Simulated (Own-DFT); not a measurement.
Al3GaN4 (wurtzite random alloy, atoms displaced), SiGe (layered order of Si and Ge on the diamond lattice, atoms displaced) (calculated)

Computed with Own-DFT development build. A calculation, not a measurement: plane-wave density functional theory by an unreviewed code, no spin, of a simulated periodic cell, stress positive in tension, run twice, with PBE and with PBEsol, both on files made for PBE, so the change isn't that of files made for PBEsol, forces on such cells passed a denser k mesh, this cell's mesh not checked; the far tail of each file's local potential was reset to the Coulomb form; each entry is a single point on an unrelaxed cell, so the pressure reflects the starting lattice, mostly measured values (interpolated for alloys), from which strain is counted, and rises with the displacements; printed positions are rounded, which can move forces by about a meV/angstrom; the program, named Own-DFT, is a retired in-house code; no spin-orbit coupling; stress was not checked against mesh or cutoff.

Common to all runs: functional PBE, then PBEsol; potential files PseudoDojo norm-conserving, scalar-relativistic, standard set; wave cutoff 42 hartree; occupations Fermi-Dirac; smearing width 0.1 eV.

(1) 
```cif
# cell vector a (Å): 9.3938 0.0000 0.0000
# cell vector b (Å): -4.6969 8.1352 0.0000
# cell vector c (Å): 0.0000 0.0000 10.0655
data_Al3GaN4
_symmetry_space_group_name_H-M 'P 1'
_symmetry_Int_Tables_number 1
_cell_length_a 9.3938
_cell_length_b 9.3937
_cell_length_c 10.0655
_cell_angle_alpha 90.000
_cell_angle_beta 90.000
_cell_angle_gamma 120.000
_cell_volume 769.21
loop_
_atom_site_label
_atom_site_type_symbol
_atom_site_fract_x
_atom_site_fract_y
_atom_site_fract_z
_atom_site_occupancy
Al1 Al 0.11267 0.22507 0.02069 1
Al2 Al 0.22252 0.09669 0.25359 1
N1 N 0.10556 0.22057 0.18593 1
N2 N 0.22659 0.12016 0.44587 1
Al3 Al 0.10466 0.21905 0.48408 1
Al4 Al 0.22131 0.10665 0.74883 1
N3 N 0.09763 0.21406 0.67397 1
N4 N 0.22212 0.11041 0.94059 1
Al5 Al 0.10936 0.55609 0.99644 1
Ga1 Ga 0.24083 0.44883 0.23956 1
N5 N 0.10926 0.55146 0.19381 1
N6 N 0.22789 0.43709 0.43326 1
Al6 Al 0.11874 0.57206 0.49202 1
Al7 Al 0.23331 0.44937 0.74890 1
N7 N 0.11155 0.55363 0.69177 1
N8 N 0.22256 0.43304 0.94022 1
Al8 Al 0.11718 0.89420 0.00462 1
Ga2 Ga 0.21379 0.77735 0.24695 1
N9 N 0.09846 0.89871 0.17784 1
N10 N 0.21790 0.79162 0.43910 1
Al9 Al 0.12120 0.90328 0.49724 1
Al10 Al 0.21830 0.76336 0.74931 1
N11 N 0.11139 0.91265 0.68461 1
N12 N 0.23602 0.78159 0.93381 1
Al11 Al 0.44247 0.22920 0.99757 1
Al12 Al 0.54639 0.11551 0.24428 1
N13 N 0.44501 0.22164 0.20039 1
N14 N 0.56500 0.12080 0.44440 1
Al13 Al 0.46392 0.22898 0.51163 1
Ga3 Ga 0.55624 0.10945 0.75275 1
N15 N 0.43211 0.20673 0.69474 1
N16 N 0.55546 0.11330 0.93816 1
Al14 Al 0.46168 0.56102 0.01523 1
Al15 Al 0.54992 0.44941 0.25847 1
N17 N 0.45226 0.55818 0.19207 1
N18 N 0.54737 0.43861 0.43170 1
Al16 Al 0.44407 0.55544 0.48898 1
Al17 Al 0.54737 0.43989 0.74452 1
N19 N 0.42801 0.55779 0.68196 1
N20 N 0.55568 0.42771 0.93373 1
Al18 Al 0.45107 0.89901 0.99738 1
Ga4 Ga 0.55579 0.78796 0.25657 1
N21 N 0.42702 0.88084 0.20258 1
N22 N 0.55547 0.77161 0.43635 1
Al19 Al 0.45179 0.89454 0.49764 1
Ga5 Ga 0.55413 0.78962 0.75544 1
N23 N 0.45359 0.88646 0.68528 1
N24 N 0.54664 0.77286 0.93492 1
Al20 Al 0.78078 0.22948 0.00196 1
Al21 Al 0.88614 0.11444 0.25598 1
N25 N 0.78315 0.23109 0.19170 1
N26 N 0.89842 0.11756 0.45135 1
Al22 Al 0.77997 0.23071 0.50339 1
Al23 Al 0.88694 0.11578 0.75302 1
N27 N 0.79065 0.21865 0.69484 1
N28 N 0.89536 0.10785 0.94610 1
Ga6 Ga 0.77741 0.55450 0.99911 1
Al24 Al 0.89478 0.45002 0.22074 1
N29 N 0.77710 0.55207 0.18352 1
N30 N 0.88421 0.44680 0.44556 1
Al25 Al 0.78732 0.55626 0.49680 1
Al26 Al 0.88003 0.43968 0.76408 1
N31 N 0.80440 0.55593 0.69093 1
N32 N 0.88387 0.43730 0.93959 1
Ga7 Ga 0.79779 0.91070 0.00144 1
Al27 Al 0.89943 0.79767 0.25719 1
N33 N 0.78616 0.88016 0.17790 1
N34 N 0.88115 0.76911 0.44775 1
Ga8 Ga 0.76500 0.89080 0.50111 1
Ga9 Ga 0.90539 0.78801 0.74781 1
N35 N 0.78534 0.89092 0.69939 1
N36 N 0.89254 0.77524 0.94112 1
_calc_k_mesh '4 x 4 x 3 centred on Gamma'
_calc_PBE_pressure 9.3  # GPa
_calc_PBE_stress_xx -8.03  # GPa
_calc_PBE_stress_yy -9.58  # GPa
_calc_PBE_stress_zz -10.29  # GPa
_calc_PBE_stress_yz 2.31  # GPa
_calc_PBE_stress_xz -0.29  # GPa
_calc_PBE_stress_xy -0.22  # GPa
_calc_PBEsol_pressure 6.17  # GPa
_calc_PBEsol_stress_xx -4.89  # GPa
_calc_PBEsol_stress_yy -6.52  # GPa
_calc_PBEsol_stress_zz -7.1  # GPa
_calc_PBEsol_stress_yz 2.33  # GPa
_calc_PBEsol_stress_xz -0.28  # GPa
_calc_PBEsol_stress_xy -0.19  # GPa
_calc_rms_change_of_force_components_from_PBE_to_PBEsol 0.074  # eV/angstrom
```

Force:
```csv
force element,PBE force x (eV/Å),PBE force y (eV/Å),PBE force z (eV/Å),PBEsol force x (eV/Å),PBEsol force y (eV/Å),PBEsol force z (eV/Å)
Al,0.593,-0.501,-6.588,0.601,-0.511,-6.617
Al,-0.871,3.066,0.71,-0.866,3.076,0.718
N,0.736,-0.906,5.195,0.753,-0.767,5.301
N,1.308,-0.735,-1.943,1.33,-0.686,-1.905
Al,2.682,1.782,3.008,2.701,1.785,2.972
Al,-2.624,2.815,1.014,-2.63,2.842,1.047
N,1.548,1.431,2.046,1.538,1.412,2.004
N,-0.07,0.344,0.506,-0.097,0.353,0.5
Al,1.768,-0.055,-0.46,1.76,-0.04,-0.453
Ga,-3.147,-1.603,1.675,-3.082,-1.557,1.667
N,0.841,0.943,-2.007,1.012,1.04,-1.902
N,-1.639,1.967,-0.191,-1.636,1.955,-0.337
Al,-0.269,-2.697,1.044,-0.249,-2.697,1.016
Al,-3.09,-3.088,0.348,-3.113,-3.098,0.371
N,-0.185,-0.385,-0.351,-0.201,-0.438,-0.363
N,-0.165,1.572,1.053,-0.15,1.57,1.051
Al,-0.187,-0.615,-3.409,-0.155,-0.636,-3.429
Ga,-1.821,-0.832,0.483,-1.728,-0.819,0.491
N,1.999,-0.933,2.496,2.068,-0.996,2.517
N,2.23,-0.594,0.294,2.234,-0.585,0.123
Al,-2.2,-0.228,1.579,-2.229,-0.237,1.567
Al,-0.266,2.29,-0.657,-0.282,2.329,-0.662
N,3.649,-3.583,-1.243,3.459,-3.719,-1.179
N,-1.767,-0.4,1.337,-1.756,-0.394,1.335
Al,0.202,-2.691,1.01,0.215,-2.713,1.038
Al,2.71,-0.413,1.691,2.747,-0.435,1.701
N,-2.037,0.992,-2.161,-2.06,1.027,-2.158
N,0.166,-1.427,-0.876,0.165,-1.423,-0.894
Al,-2.593,-0.381,-1.456,-2.587,-0.386,-1.46
Ga,0.75,-0.04,-0.925,0.729,-0.053,-0.883
N,1.111,2.695,-0.86,1.261,2.592,-0.776
N,0.411,0.541,2.402,0.399,0.57,2.188
Al,-1.025,-0.407,-4.085,-1,-0.409,-4.094
Al,2.93,-0.98,-2.05,2.924,-0.979,-2.08
N,1.306,1.424,-0.19,1.086,1.466,-0.035
N,1.258,0.878,3.474,1.26,0.86,3.487
Al,-0.138,-1.232,1.878,-0.116,-1.21,1.857
Al,0.383,0.943,-0.012,0.4,0.971,-0.024
N,4.495,0.588,-0.954,4.487,0.748,-0.933
N,-1.579,3.123,-0.273,-1.43,3.222,-0.233
Al,0.301,-1.572,0.51,0.314,-1.566,0.53
Ga,1.374,-0.265,-2.437,1.332,-0.3,-2.358
N,2.252,3.125,-2.522,2.195,2.921,-2.398
N,-2.173,0.484,1.196,-2.001,0.609,1.058
Al,-0.783,0.002,0.091,-0.765,0.003,0.05
Ga,3.505,-2.347,-0.773,3.421,-2.285,-0.745
N,-4.038,1.095,-1.533,-3.829,1.124,-1.359
N,0.578,0.409,3.703,0.658,0.475,3.489
Al,0.537,-2.3,-0.153,0.529,-2.321,-0.157
Al,0.46,-0.068,-0.326,0.442,-0.097,-0.321
N,-0.634,-2.32,-0.608,-0.64,-2.319,-0.599
N,-4.021,-1.442,-3.343,-4.05,-1.617,-3.243
Al,1.538,0.344,0.353,1.538,0.315,0.355
Al,3.708,-1.33,0.342,3.706,-1.367,0.379
N,-3.792,1.745,-0.722,-3.912,1.694,-0.696
N,-1.337,5.656,-1.718,-1.318,5.372,-1.621
Ga,-0.677,0.685,-0.653,-0.663,0.667,-0.633
Al,-1.676,-0.39,3.684,-1.681,-0.391,3.684
N,-0.955,0.943,2.178,-0.986,0.97,1.979
N,2.51,-0.236,-1.912,2.523,-0.239,-1.934
Al,-1.547,-0.231,1.129,-1.602,-0.232,1.14
Al,3.042,-0.83,-2.862,3.049,-0.85,-2.85
N,-4.618,0.105,-1.193,-4.614,0.275,-1.164
N,1.481,0.891,1.754,1.33,0.992,1.835
Ga,-0.431,-5.599,-1.392,-0.407,-5.478,-1.345
Al,-0.316,-3.466,0.369,-0.305,-3.493,0.396
N,-2.743,1.851,4.179,-2.847,1.825,3.951
N,0.655,2.377,-1.733,0.54,2.458,-1.66
Ga,2.955,0.363,2.065,2.905,0.346,2.027
Ga,-1.471,-1.657,0.753,-1.451,-1.608,0.733
N,-1.912,0.353,-0.901,-1.871,0.208,-0.935
N,0.824,0.961,-0.075,0.695,0.877,-0.122
```

(2) 
```cif
# cell vector a (Å): 9.3938 0.0000 0.0000
# cell vector b (Å): -4.6969 8.1352 0.0000
# cell vector c (Å): 0.0000 0.0000 10.0655
data_Al3GaN4
_symmetry_space_group_name_H-M 'P 1'
_symmetry_Int_Tables_number 1
_cell_length_a 9.3938
_cell_length_b 9.3937
_cell_length_c 10.0655
_cell_angle_alpha 90.000
_cell_angle_beta 90.000
_cell_angle_gamma 120.000
_cell_volume 769.21
loop_
_atom_site_label
_atom_site_type_symbol
_atom_site_fract_x
_atom_site_fract_y
_atom_site_fract_z
_atom_site_occupancy
Ga1 Ga 0.12474 0.24255 0.99126 1
Al1 Al 0.22966 0.12144 0.24441 1
N1 N 0.11181 0.22717 0.20126 1
N2 N 0.21500 0.10206 0.43354 1
Al2 Al 0.09174 0.21107 0.49542 1
Al3 Al 0.24145 0.12854 0.74988 1
N3 N 0.10429 0.20909 0.69427 1
N4 N 0.23054 0.12313 0.93238 1
Al4 Al 0.10073 0.54054 0.00192 1
Al5 Al 0.21303 0.44159 0.26118 1
N5 N 0.12954 0.55592 0.19488 1
N6 N 0.21808 0.43249 0.45176 1
Al6 Al 0.10386 0.54970 0.50141 1
Al7 Al 0.23958 0.44824 0.74615 1
N7 N 0.09884 0.55131 0.68654 1
N8 N 0.21084 0.42403 0.92189 1
Al8 Al 0.10652 0.89285 0.00381 1
Al9 Al 0.21886 0.76761 0.24605 1
N9 N 0.10502 0.88101 0.19270 1
N10 N 0.21354 0.78168 0.44237 1
Ga2 Ga 0.11057 0.88381 0.49011 1
Al10 Al 0.22359 0.78377 0.76608 1
N11 N 0.11468 0.88605 0.69346 1
N12 N 0.23182 0.78580 0.94495 1
Al11 Al 0.44928 0.23030 0.99374 1
Al12 Al 0.56485 0.11637 0.25115 1
N13 N 0.44559 0.23077 0.20274 1
N14 N 0.56214 0.10784 0.45132 1
Al13 Al 0.43333 0.21454 0.51553 1
Al14 Al 0.54580 0.10865 0.75203 1
N15 N 0.44689 0.22223 0.67873 1
N16 N 0.54877 0.11284 0.92535 1
Al15 Al 0.45389 0.56579 0.01236 1
Ga3 Ga 0.53802 0.42408 0.25398 1
N17 N 0.45649 0.56977 0.18937 1
N18 N 0.55236 0.44703 0.42233 1
Al16 Al 0.44488 0.56912 0.51235 1
Ga4 Ga 0.55211 0.43886 0.73802 1
N19 N 0.45199 0.57913 0.68654 1
N20 N 0.56103 0.45621 0.93195 1
Al17 Al 0.43617 0.87298 0.01162 1
Al18 Al 0.56624 0.78423 0.25388 1
N21 N 0.44795 0.88596 0.17920 1
N22 N 0.55852 0.77981 0.43780 1
Al19 Al 0.45232 0.90206 0.49732 1
Al20 Al 0.54569 0.77536 0.75225 1
N23 N 0.45274 0.89483 0.68015 1
N24 N 0.56793 0.77999 0.94406 1
Al21 Al 0.79421 0.22672 0.98492 1
Ga5 Ga 0.90101 0.12442 0.24718 1
N25 N 0.77696 0.20909 0.19237 1
N26 N 0.87992 0.10517 0.45354 1
Al22 Al 0.80148 0.23714 0.49055 1
Al23 Al 0.88699 0.11525 0.73328 1
N27 N 0.78520 0.22657 0.68980 1
N28 N 0.88455 0.10553 0.92494 1
Al24 Al 0.77362 0.55500 0.00027 1
Ga6 Ga 0.90235 0.44787 0.25694 1
N29 N 0.78428 0.56102 0.18853 1
N30 N 0.88524 0.43032 0.43270 1
Ga7 Ga 0.77318 0.56642 0.49467 1
Ga8 Ga 0.90476 0.45114 0.74307 1
N31 N 0.79363 0.55797 0.69447 1
N32 N 0.88866 0.44649 0.93196 1
Al25 Al 0.78949 0.90017 0.01341 1
Al26 Al 0.90121 0.77971 0.23839 1
N33 N 0.77558 0.87789 0.18974 1
N34 N 0.90437 0.78833 0.44314 1
Ga9 Ga 0.78470 0.88483 0.48131 1
Al27 Al 0.89136 0.77803 0.74779 1
N35 N 0.77957 0.89108 0.69499 1
N36 N 0.86540 0.78112 0.92433 1
_calc_k_mesh '4 x 4 x 3 centred on Gamma'
_calc_PBE_pressure 11.1  # GPa
_calc_PBE_stress_xx -8.68  # GPa
_calc_PBE_stress_yy -12.14  # GPa
_calc_PBE_stress_zz -12.49  # GPa
_calc_PBE_stress_yz 0.93  # GPa
_calc_PBE_stress_xz 0.72  # GPa
_calc_PBE_stress_xy 0.12  # GPa
_calc_PBEsol_pressure 7.95  # GPa
_calc_PBEsol_stress_xx -5.52  # GPa
_calc_PBEsol_stress_yy -8.92  # GPa
_calc_PBEsol_stress_zz -9.42  # GPa
_calc_PBEsol_stress_yz 0.93  # GPa
_calc_PBEsol_stress_xz 0.72  # GPa
_calc_PBEsol_stress_xy 0.12  # GPa
_calc_rms_change_of_force_components_from_PBE_to_PBEsol 0.084  # eV/angstrom
```

Force:
```csv
force element,PBE force x (eV/Å),PBE force y (eV/Å),PBE force z (eV/Å),PBEsol force x (eV/Å),PBEsol force y (eV/Å),PBEsol force z (eV/Å)
Ga,-0.743,-8.007,2.646,-0.718,-7.833,2.535
Al,-0.623,-1.982,1.458,-0.637,-2.006,1.428
N,2.517,1.127,-1.89,2.301,1.009,-1.928
N,-0.108,2.543,0.21,-0.114,2.344,0.264
Al,3.515,0.157,1.881,3.529,0.14,1.871
Al,-2.66,-3.327,-0.632,-2.646,-3.304,-0.643
N,1.717,2.496,-1.701,1.703,2.488,-1.674
N,0.784,-1.176,2.023,0.631,-1.101,2.067
Al,0.869,1.436,-0.939,0.88,1.428,-0.929
Al,3.736,0.392,0.685,3.75,0.378,0.695
N,-2.071,-0.2,-2.011,-2.203,-0.267,-1.971
N,-0.674,1.54,-0.772,-0.662,1.529,-0.747
Al,0.489,1.255,0.278,0.467,1.259,0.247
Al,-2.929,-1.22,-1.772,-2.917,-1.236,-1.802
N,6.879,3.684,-1.007,6.615,3.533,-0.882
N,-0.187,9.376,0.327,-0.174,9.032,0.472
Al,-0.058,-0.114,-1.916,-0.072,-0.11,-1.922
Al,0.527,2.46,1.084,0.508,2.473,1.082
N,2.635,2.474,-1.653,2.664,2.487,-1.622
N,5.084,-3.087,-2.427,4.844,-2.943,-2.33
Ga,0.201,2.608,3.619,0.19,2.543,3.529
Al,0.323,-0.331,-3.412,0.346,-0.354,-3.423
N,0.225,1.254,0.646,0.217,1.267,0.506
N,-1.819,-2.059,1.217,-1.831,-2.052,1.248
Al,0.553,-0.032,0.372,0.546,-0.008,0.401
Al,-1.143,-1.223,0.817,-1.163,-1.217,0.832
N,1.598,-6.862,-4.637,1.604,-6.519,-4.518
N,-0.78,3.093,-2.352,-0.761,3.131,-2.318
Al,0.602,0.03,-7.983,0.604,0.046,-8.032
Al,2.731,0.052,-2.613,2.717,0.081,-2.652
N,-0.062,0.006,4.687,-0.032,0.194,4.801
N,0.64,0.101,3.852,0.651,0.07,3.874
Al,0.274,-0.227,-2.564,0.247,-0.273,-2.598
Ga,0.432,7.47,-2.417,0.431,7.312,-2.325
N,-1.596,-1.931,1.278,-1.483,-2.003,1.366
N,-0.652,0.138,7.984,-0.544,0.185,7.735
Al,0.522,-1.009,-3.918,0.548,-1.024,-3.934
Ga,1.344,2.772,1.343,1.339,2.709,1.349
N,0.452,-3.883,0.648,0.575,-3.939,0.702
N,-0.783,-1.586,1.269,-0.795,-1.569,1.085
Al,1.852,1.909,-4.481,1.863,1.925,-4.522
Al,-1.104,-0.719,-0.592,-1.103,-0.687,-0.579
N,-0.586,0.882,5.25,-0.571,0.871,5.281
N,-1.445,-0.336,-0.275,-1.281,-0.237,-0.204
Al,-0.102,-2.818,0.416,-0.112,-2.853,0.395
Al,2.304,4.379,1.235,2.299,4.385,1.251
N,-1.477,-0.848,2.039,-1.477,-0.849,2.024
N,-2.374,-0.104,0.028,-2.316,-0.083,0.03
Al,-2.256,-1.185,0.295,-2.261,-1.172,0.313
Ga,-0.736,-3.433,1.459,-0.729,-3.338,1.419
N,-1.514,2.248,-2.143,-1.285,2.276,-2.041
N,0.706,1.187,-2.673,0.696,0.926,-2.731
Al,-3.429,-4.508,3.635,-3.446,-4.519,3.627
Al,0.582,-2.011,1.552,0.596,-1.99,1.547
N,-1.845,-0.201,-1.272,-1.87,-0.028,-1.224
N,0.605,0.804,1.986,0.73,0.836,1.96
Al,0.42,1.018,-0.915,0.433,1.014,-0.932
Ga,-1.739,-0.267,-3.255,-1.71,-0.27,-3.144
N,0.511,-0.895,-0.325,0.517,-1.034,-0.221
N,0.092,4.427,1.64,-0.007,4.541,1.419
Ga,0.845,-1.388,0.67,0.836,-1.35,0.646
Ga,-3.7,-3.455,1.692,-3.63,-3.381,1.663
N,-3.122,0.333,-1.855,-3.051,0.162,-1.879
N,0.132,0.327,2.67,0.111,0.337,2.452
Al,-1.38,-0.363,-3.522,-1.379,-0.328,-3.499
Al,-2.971,-1.457,2.079,-2.989,-1.45,2.125
N,1.185,1.654,1.532,1.18,1.744,1.592
N,-1.982,-2.782,-3.454,-1.954,-2.722,-3.275
Ga,-1.761,-0.226,3.632,-1.725,-0.203,3.562
Al,-0.702,1.367,-1.027,-0.691,1.357,-1.066
N,-0.452,-1.114,-1.516,-0.457,-1.118,-1.588
N,3.68,-0.635,3.783,3.628,-0.642,3.759
```

(3) 
```cif
# cell vector a (Å): 11.0890 0.0000 0.0000
# cell vector b (Å): 0.0000 11.0890 0.0000
# cell vector c (Å): 0.0000 0.0000 11.0890
data_SiGe
_symmetry_space_group_name_H-M 'P 1'
_symmetry_Int_Tables_number 1
_cell_length_a 11.0890
_cell_length_b 11.0890
_cell_length_c 11.0890
_cell_angle_alpha 90.000
_cell_angle_beta 90.000
_cell_angle_gamma 90.000
_cell_volume 1363.57
loop_
_atom_site_label
_atom_site_type_symbol
_atom_site_fract_x
_atom_site_fract_y
_atom_site_fract_z
_atom_site_occupancy
Ge1 Ge 0.00011 0.99509 0.99939 1
Ge2 Ge 0.00203 0.25202 0.24651 1
Ge3 Ge 0.24897 0.01059 0.26199 1
Ge4 Ge 0.24578 0.24449 0.99522 1
Ge5 Ge 0.13286 0.13026 0.12429 1
Ge6 Ge 0.12455 0.38563 0.38181 1
Ge7 Ge 0.38600 0.11713 0.37180 1
Ge8 Ge 0.37445 0.36849 0.12891 1
Si1 Si 0.00289 0.00469 0.50305 1
Si2 Si 0.00504 0.24740 0.75957 1
Si3 Si 0.24849 0.99589 0.74147 1
Si4 Si 0.25817 0.25144 0.50641 1
Si5 Si 0.12300 0.12621 0.62637 1
Si6 Si 0.12734 0.37917 0.87265 1
Si7 Si 0.38039 0.12413 0.86764 1
Si8 Si 0.37443 0.37997 0.62212 1
Ge9 Ge 0.00693 0.49968 0.00075 1
Ge10 Ge 0.99286 0.74802 0.23837 1
Ge11 Ge 0.25721 0.50797 0.25376 1
Ge12 Ge 0.24987 0.75634 0.00370 1
Ge13 Ge 0.12396 0.62144 0.12710 1
Ge14 Ge 0.12611 0.87166 0.38133 1
Ge15 Ge 0.36719 0.61454 0.37968 1
Ge16 Ge 0.36854 0.87933 0.12454 1
Si9 Si 0.99483 0.49876 0.49782 1
Si10 Si 0.00317 0.74502 0.75258 1
Si11 Si 0.24180 0.49136 0.74637 1
Si12 Si 0.26150 0.75004 0.50444 1
Si13 Si 0.13119 0.62071 0.62184 1
Si14 Si 0.13229 0.87402 0.87108 1
Si15 Si 0.37663 0.62383 0.87248 1
Si16 Si 0.38308 0.87042 0.62619 1
Ge17 Ge 0.49895 0.99885 0.00272 1
Ge18 Ge 0.50544 0.24943 0.26098 1
Ge19 Ge 0.74798 0.00326 0.25070 1
Ge20 Ge 0.75340 0.25015 0.99440 1
Ge21 Ge 0.63815 0.12234 0.13407 1
Ge22 Ge 0.62949 0.36476 0.37805 1
Ge23 Ge 0.87535 0.12777 0.37266 1
Ge24 Ge 0.87387 0.38640 0.12594 1
Si17 Si 0.49364 0.99722 0.49093 1
Si18 Si 0.49775 0.25185 0.75553 1
Si19 Si 0.74286 0.00110 0.75302 1
Si20 Si 0.74706 0.24954 0.50570 1
Si21 Si 0.63274 0.12283 0.62447 1
Si22 Si 0.62368 0.38163 0.87975 1
Si23 Si 0.88049 0.13571 0.87694 1
Si24 Si 0.87375 0.36703 0.62208 1
Ge25 Ge 0.49747 0.50367 0.00006 1
Ge26 Ge 0.49868 0.74322 0.24201 1
Ge27 Ge 0.74714 0.49825 0.25071 1
Ge28 Ge 0.75478 0.74733 0.99958 1
Ge29 Ge 0.61654 0.62434 0.13259 1
Ge30 Ge 0.63085 0.87423 0.37037 1
Ge31 Ge 0.87498 0.62240 0.37263 1
Ge32 Ge 0.87994 0.87902 0.13154 1
Si25 Si 0.49971 0.49670 0.49112 1
Si26 Si 0.50147 0.74337 0.74763 1
Si27 Si 0.74957 0.50207 0.75628 1
Si28 Si 0.75535 0.75100 0.48881 1
Si29 Si 0.63055 0.61177 0.62429 1
Si30 Si 0.62414 0.88035 0.87547 1
Si31 Si 0.87358 0.62356 0.87193 1
Si32 Si 0.87013 0.88287 0.61891 1
_calc_k_mesh '3 x 3 x 3 centred on Gamma'
_calc_PBE_pressure 3.51  # GPa
_calc_PBE_stress_xx -3.51  # GPa
_calc_PBE_stress_yy -3.48  # GPa
_calc_PBE_stress_zz -3.53  # GPa
_calc_PBE_stress_yz 0.49  # GPa
_calc_PBE_stress_xz -0.17  # GPa
_calc_PBE_stress_xy 0.12  # GPa
_calc_PBEsol_pressure 1.22  # GPa
_calc_PBEsol_stress_xx -1.22  # GPa
_calc_PBEsol_stress_yy -1.19  # GPa
_calc_PBEsol_stress_zz -1.24  # GPa
_calc_PBEsol_stress_yz 0.5  # GPa
_calc_PBEsol_stress_xz -0.15  # GPa
_calc_PBEsol_stress_xy 0.08  # GPa
_calc_rms_change_of_force_components_from_PBE_to_PBEsol 0.049  # eV/angstrom
```

Force:
```csv
force element,PBE force x (eV/Å),PBE force y (eV/Å),PBE force z (eV/Å),PBEsol force x (eV/Å),PBEsol force y (eV/Å),PBEsol force z (eV/Å)
Ge,0.774,0.895,-0.654,0.744,0.867,-0.556
Ge,0.047,0.804,0.351,0.037,0.779,0.336
Ge,-0.596,-1.4,-1.138,-0.56,-1.355,-1.119
Ge,1.348,0.879,-1.088,1.296,0.84,-0.967
Ge,-1.401,-1.16,0.312,-1.355,-1.113,0.308
Ge,0.677,-1.408,-0.41,0.674,-1.368,-0.472
Ge,-1.162,1.836,1.17,-1.149,1.802,1.04
Ge,0.081,0.265,-0.357,0.082,0.275,-0.338
Si,-0.496,-0.196,-0.048,-0.489,-0.198,-0.144
Si,0.007,0.75,-1.381,0.021,0.75,-1.362
Si,0.632,0.316,0.312,0.623,0.313,0.302
Si,-0.694,-0.415,-0.518,-0.688,-0.421,-0.593
Si,0.62,0.278,0.033,0.611,0.289,0.026
Si,-0.373,-0.91,0.321,-0.377,-0.899,0.433
Si,-0.892,-0.57,0.265,-0.89,-0.584,0.352
Si,0.637,-0.489,0.67,0.645,-0.462,0.661
Ge,-0.843,0.178,-1.095,-0.828,0.184,-0.973
Ge,1.393,-0.481,1.974,1.341,-0.472,1.904
Ge,-1.73,-2.055,-1.397,-1.683,-1.989,-1.34
Ge,-0.187,-1.235,-1.093,-0.171,-1.194,-0.981
Ge,0.849,0.769,-0.308,0.815,0.752,-0.299
Ge,-0.27,-0.212,-0.018,-0.252,-0.186,-0.081
Ge,2.082,2.38,0.853,2.003,2.291,0.731
Ge,0.402,0.289,1.099,0.398,0.268,1.055
Si,0.096,0.367,1.345,0.093,0.365,1.232
Si,-0.158,0.618,-0.922,-0.156,0.613,-0.91
Si,1.399,1.173,-0.1,1.385,1.159,-0.096
Si,-0.937,-0.213,0.28,-0.924,-0.218,0.181
Si,-0.925,0.427,0.054,-0.908,0.425,0.03
Si,-0.859,-0.056,-0.277,-0.84,-0.062,-0.174
Si,-1.059,0.13,-0.384,-1.047,0.116,-0.292
Si,-0.23,0.444,-0.114,-0.214,0.448,-0.103
Ge,0.435,0.739,-0.293,0.411,0.706,-0.211
Ge,-0.146,-0.491,-1.804,-0.134,-0.486,-1.739
Ge,1.658,-1.16,1.013,1.604,-1.12,0.975
Ge,-0.415,0.86,0.726,-0.408,0.841,0.788
Ge,-2.063,1.496,-2.081,-1.994,1.442,-2.001
Ge,0.153,1.404,0.727,0.128,1.362,0.616
Ge,0.246,0.106,0.922,0.235,0.102,0.817
Ge,0.346,-1.425,-0.572,0.345,-1.384,-0.547
Si,2.073,-0.929,2.093,2.035,-0.895,1.962
Si,0.9,0.61,-1.18,0.899,0.614,-1.169
Si,1.397,0.307,-0.107,1.391,0.307,-0.083
Si,0.844,-0.681,-0.035,0.819,-0.663,-0.148
Si,-1.891,0.045,0.115,-1.881,0.036,0.101
Si,-0.071,-0.725,-0.662,-0.076,-0.713,-0.559
Si,-0.475,-1.978,-0.438,-0.495,-1.959,-0.333
Si,0.41,0.827,1.172,0.414,0.816,1.161
Ge,-0.203,-0.563,0.072,-0.187,-0.544,0.155
Ge,-1.532,1.685,2.036,-1.47,1.628,1.955
Ge,-0.489,0.238,0.448,-0.463,0.233,0.425
Ge,-0.662,0.471,0.129,-0.646,0.464,0.197
Ge,1.817,-0.757,-1.816,1.747,-0.735,-1.751
Ge,-1.372,-0.506,0.346,-1.325,-0.471,0.255
Ge,0.15,0.167,0.082,0.139,0.16,-0.012
Ge,-1.461,0.375,-1.267,-1.404,0.352,-1.227
Si,0.588,-0.332,1.368,0.574,-0.323,1.243
Si,0.845,0.145,0.127,0.849,0.135,0.13
Si,0.384,-1.174,-0.72,0.385,-1.172,-0.701
Si,-0.412,-0.249,1.826,-0.41,-0.255,1.703
Si,-0.48,1.423,-0.796,-0.47,1.401,-0.804
Si,-0.155,-1.253,-0.172,-0.172,-1.239,-0.073
Si,0.891,0.113,0.174,0.881,0.12,0.273
Si,0.456,-0.787,0.824,0.444,-0.773,0.811
```
